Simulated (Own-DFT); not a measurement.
## Calculated data, Si₃N₄ (beta silicon nitride, strained, atoms displaced)

All values are calculated (Own-DFT development build). A calculation, not a measurement: plane-wave PBE density functional theory by an unreviewed code, no spin, of a simulated periodic cell, stress positive in tension, free energy of the whole cell less one offset for each atom, forces on such cells passed a denser k mesh, this cell's mesh not checked; offsets are fitted by least squares, one for each functional and potential file, so energies compare only between cells with the same atoms and settings and are not formation energies; the far tail of each file's local potential was reset to the Coulomb form; each entry is a single point on an unrelaxed cell, so the pressure reflects the starting lattice, mostly measured values (interpolated for alloys), from which strain is counted, and rises with the displacements; printed positions are rounded, which can move forces by about a meV/angstrom; the program, named Own-DFT, is a retired in-house code; no spin-orbit coupling; before rounding, a Quantum ESPRESSO 7.3.1 run of the same cell and cutoff gave forces within 1 meV/angstrom rms on each cell, which checks the program and not the settings.

Settings shared by all entries: functional PBE; potential files PseudoDojo norm-conserving, scalar-relativistic, standard set; wave cutoff 42 hartree; occupations Fermi-Dirac; smearing width 0.1 eV; k mesh 3 x 3 x 3 centred on Gamma.

(1) Si₃N₄ (beta silicon nitride, strained, atoms displaced)

```xyz
42
Lattice="7.4944 0.1517 0.0810 -3.6158 6.4716 0.0053 0.0929 0.0606 8.7045" Properties=species:S:1:pos:R:3 Si3N4
Si    -1.4145     5.0704     0.8174
Si     0.2185     2.6848     0.7650
Si     1.5733     5.3193     0.7718
Si     5.3792     1.6592     2.2374
Si     3.6265     4.0084     2.2169
Si     2.4205     1.1419     2.2009
N      2.4378     0.1738     0.7582
N      6.1424     2.0371     0.8335
N      2.8710     4.5144     0.7909
N      1.5217     6.4297     2.2380
N     -2.2961     4.4798     2.1554
N      1.0091     2.2526     2.1790
N     -0.0267     4.3253     0.7241
N      3.7858     2.3012     2.2295
Si    -1.4710     5.0901     3.6671
Si     0.3779     2.7726     3.6747
Si     1.5410     5.4841     3.6543
Si     5.3657     1.6452     5.1190
Si     3.7718     3.9302     5.0415
Si     2.5166     1.2506     5.0788
N      2.4503     0.3077     3.5583
N      6.2462     2.1152     3.7008
N      2.8209     4.4709     3.7340
N      1.4887     6.3358     5.1527
N     -2.2283     4.5166     5.1094
N      1.0598     2.2320     5.1018
N      0.1141     4.3318     3.6488
N      3.8782     2.3198     5.1389
Si    -1.4211     5.0481     6.5570
Si     0.3547     2.6906     6.4716
Si     1.5267     5.4920     6.5721
Si     5.3992     1.6768     7.9772
Si     3.7138     4.0671     7.9354
Si     2.5181     1.2593     8.0443
N      2.4530     0.3105     6.5864
N      6.1926     2.1538     6.6080
N      2.9192     4.3767     6.5148
N      1.6436     6.4612     8.0177
N     -2.2994     4.5591     7.9515
N      1.1964     2.2803     8.0603
N      0.1348     4.4168     6.5667
N      3.8425     2.3142     8.0860
```

- free energy of cell above offsets: -1.867 eV
- pressure: 15.39 GPa
- stress xx: -17.92 GPa
- stress yy: -17.29 GPa
- stress zz: -10.97 GPa
- stress yz: 4.76 GPa
- stress xz: 4.02 GPa
- stress xy: 9.89 GPa

Force:
```tsv
element	x (eV/Å)	y (eV/Å)	z (eV/Å)
Si	-5.025	-3.159	-2.226
Si	-1.19	-1.85	-1.117
Si	-7.729	5.925	-0.159
Si	-0.226	-0.108	1.354
Si	-0.105	-1.184	0.806
Si	0.427	4.521	-3.675
N	-0.203	4.434	0.142
N	1.706	0.857	-3.048
N	4.512	-3.533	-1.084
N	-0.063	-2.078	-0.686
N	0.759	1.826	2.143
N	2.686	-1.737	0.726
N	6.066	0.69	-0.027
N	-1.171	-0.821	0.291
Si	0.738	-2.408	-1.243
Si	-2.499	-3.861	-1.697
Si	-3.171	0.24	0.6
Si	3.537	-1.538	0.179
Si	-2.582	3.041	1.993
Si	-0.421	-0.495	0.95
N	-0.552	-1.932	4.892
N	-0.023	-0.28	0.335
N	2.736	-1.595	-1.688
N	0.272	3.111	-1.679
N	0.819	1.588	-0.954
N	3.339	-2.065	-1.823
N	-0.15	6.161	-0.066
N	-2.257	-2.687	-0.496
Si	-0.504	0.294	0.627
Si	-2.017	1.156	5.051
Si	0.167	-1.985	1.366
Si	0.679	0.201	3.53
Si	-1.381	-2.388	2.102
Si	0.556	-0.572	-0.308
N	-0.235	0.033	-1.458
N	1.917	0.324	-2.257
N	-1.746	1.57	-0.826
N	-0.287	-2.664	0.228
N	3.499	2.314	1.296
N	-2.149	0.54	-1.608
N	1.302	-0.551	-0.054
N	-0.032	0.665	-0.434
```

(2) Si₃N₄ (beta silicon nitride, strained, atoms displaced)

```xyz
42
Lattice="7.4992 -0.1255 -0.0126 -3.8583 6.6895 -0.0772 -0.0144 -0.1106 8.8049" Properties=species:S:1:pos:R:3 Si3N4
Si    -1.6593     5.1384     0.6849
Si     0.0784     2.6685     0.6521
Si     1.2657     5.4724     0.7094
Si     5.3064     1.3869     2.2247
Si     3.4761     3.9408     2.1352
Si     2.4228     1.0378     2.1883
N      2.3233     0.1325     0.7972
N      6.0504     1.8313     0.7460
N      2.7377     4.4561     0.6536
N      1.3591     6.3954     2.1155
N     -2.4649     4.6628     2.1485
N      0.9578     2.2083     2.1759
N     -0.0476     4.3116     0.7298
N      3.6684     2.1610     2.1771
Si    -1.6726     5.0206     3.6447
Si     0.2024     2.5426     3.7554
Si     1.3092     5.4101     3.5305
Si     5.2531     1.3919     5.1258
Si     3.4291     3.7724     5.0297
Si     2.3598     0.9490     5.1102
N      2.4413     0.0814     3.6779
N      6.1149     1.7840     3.5992
N      2.6815     4.4293     3.6442
N      1.2516     6.3585     5.0695
N     -2.5241     4.5787     5.0515
N      1.0293     2.1473     5.0945
N     -0.1028     4.4758     3.7335
N      3.7311     2.0810     5.0736
Si    -1.6881     5.0259     6.5454
Si     0.1639     2.5822     6.5987
Si     1.1899     5.3034     6.5561
Si     5.2895     1.3447     7.9646
Si     3.4789     3.7762     7.9220
Si     2.3148     1.0169     8.0889
N      2.3664    -0.0080     6.6385
N      6.0501     1.7733     6.5437
N      2.6658     4.2358     6.5402
N      1.3599     6.2699     7.9939
N     -2.4273     4.5457     8.0621
N      0.9963     2.0410     8.0587
N     -0.0380     4.1868     6.5691
N      3.7720     1.9358     8.0162
```

- free energy of cell above offsets: -3.751 eV
- pressure: 7.14 GPa
- stress xx: -12.08 GPa
- stress yy: -6.2 GPa
- stress zz: -3.16 GPa
- stress yz: -3.87 GPa
- stress xz: -2.21 GPa
- stress xy: -5.6 GPa

Force:
```tsv
element	x (eV/Å)	y (eV/Å)	z (eV/Å)
Si	1.1	-1.762	1.182
Si	2.162	-1.737	2.923
Si	1.321	-1.723	-2.365
Si	-1.912	1.799	-2.077
Si	-1.31	-2.163	-0.335
Si	-2.58	2.509	1.972
N	0.29	0.148	-2.555
N	0.229	0.178	-2.09
N	-0.55	-0.122	-0.491
N	-0.664	-0.942	0.574
N	1.082	0.427	0.245
N	0.711	-1.357	0.382
N	-1.083	4.057	-0.436
N	2.06	0.116	0.164
Si	0.421	1.089	-1.004
Si	-1.054	3.235	-5.215
Si	-1.282	0.885	2.695
Si	0.398	-1.429	-1.969
Si	-0.803	-0.323	1.042
Si	0.885	1.658	1.05
N	-1.036	-0.472	-1.02
N	0.497	0.554	3.527
N	0.506	-0.633	-1.52
N	0.267	-1.092	0.328
N	1.314	0.583	1.34
N	0.999	-1.911	3.253
N	1.363	-3.595	-0.462
N	-2.064	-0.293	0.21
Si	0.627	-2.491	-0.048
Si	0.802	-2.7	-0.457
Si	2.937	1.673	-1.071
Si	0.878	-2.293	3.051
Si	-0.108	-1.5	3.102
Si	1.826	-1.52	0.371
N	-0.379	2.132	-0.739
N	2.75	1.307	0.486
N	-1.02	0.896	-1.314
N	-0.812	-0.122	0.092
N	-0.31	-0.072	-2.112
N	-1.855	0.647	-0.595
N	-3.031	3.374	0.088
N	-3.569	2.984	-0.2
```

(3) Si₃N₄ (beta silicon nitride, strained, atoms displaced)

```xyz
42
Lattice="7.6213 -0.1471 -0.1446 -3.9380 6.7113 -0.0120 -0.1659 -0.1116 8.9009" Properties=species:S:1:pos:R:3 Si3N4
Si    -1.6121     5.1574     0.6834
Si     0.1243     2.6492     0.7209
Si     1.1938     5.4828     0.6954
Si     5.3006     1.3856     2.1887
Si     3.4830     3.8818     2.0491
Si     2.3729     1.0662     2.1444
N      2.3914     0.1439     0.7250
N      6.1249     1.8689     0.5554
N      2.6804     4.3803     0.6601
N      1.1345     6.3790     2.1648
N     -2.5166     4.7268     2.1140
N      1.0026     2.1238     2.1802
N     -0.0972     4.3877     0.5795
N      3.7885     2.0905     2.1200
Si    -1.7425     5.1339     3.7256
Si     0.0250     2.6523     3.7092
Si     1.2696     5.3994     3.6151
Si     5.2854     1.3210     5.0764
Si     3.4136     3.7932     5.2190
Si     2.3250     0.9914     5.1343
N      2.4147     0.0875     3.6409
N      6.0775     1.8715     3.5432
N      2.6028     4.4553     3.5872
N      1.2060     6.3738     5.1031
N     -2.4953     4.6084     5.2026
N      0.8611     2.2031     5.1700
N     -0.1907     4.3747     3.6495
N      3.6913     2.1202     5.1079
Si    -1.8332     5.0229     6.6678
Si    -0.0880     2.5689     6.6704
Si     1.2386     5.4990     6.6472
Si     5.1736     1.4497     7.9658
Si     3.3786     3.7886     8.0004
Si     2.2819     1.0572     8.1014
N      2.3257     0.1323     6.5837
N      6.0586     1.8462     6.4973
N      2.5708     4.3238     6.6020
N      1.1105     6.3172     8.1008
N     -2.5978     4.6134     8.0924
N      0.8317     2.0895     8.1032
N     -0.1495     4.3096     6.6420
N      3.5847     2.0484     8.0229
```

* free energy of cell above offsets: -3.393 eV
* pressure: 0.65 GPa
* stress xx: -4.47 GPa
* stress yy: -1.2 GPa
* stress zz: 3.72 GPa
* stress yz: -3.87 GPa
* stress xz: -6.38 GPa
* stress xy: -5.52 GPa

Force:
```tsv
element	x (eV/Å)	y (eV/Å)	z (eV/Å)
Si	-1.567	-1.068	0.551
Si	0.892	-0.107	-0.528
Si	2.101	-0.919	-1.151
Si	0.027	-0.106	-4.042
Si	0.982	-0.56	2.026
Si	0.242	0.667	1.443
N	0.386	0.928	-2.36
N	0.634	0.108	1.825
N	-0.786	0.872	-2.33
N	0.751	0.129	-0.009
N	-0.478	-0.354	1.742
N	-2.044	0.711	0.635
N	0.259	-0.277	1.013
N	-2.41	1.713	0.038
Si	-0.089	-2.006	-1.938
Si	2.56	0.655	-0.602
Si	-2.938	0.293	0.278
Si	-1.049	2.495	-1.754
Si	0.52	1.165	-3.9
Si	-1.17	2.697	-0.654
N	-0.577	1.785	0.458
N	0.434	-0.631	2.802
N	3.88	-2.537	0.508
N	0.408	-1.277	0.367
N	-3.255	-0.68	-1.165
N	0.669	-2.017	0.157
N	1.178	0.315	-0.138
N	-0.005	-1.347	0.077
Si	4.224	1.567	-0.492
Si	6.924	3.045	-0.602
Si	-2.095	-3.583	-1.421
Si	0.534	-2.141	1.581
Si	-0.233	0.541	2.536
Si	-3.149	-1.755	-0.006
N	-0.522	-1.934	1.801
N	-4.142	-2.043	1.269
N	0.167	0.965	-0.248
N	0.359	2.296	0.221
N	-2.083	-0.841	1.246
N	-0.257	-0.84	0.779
N	-0.894	1.726	0.047
N	1.608	2.35	-0.056
```
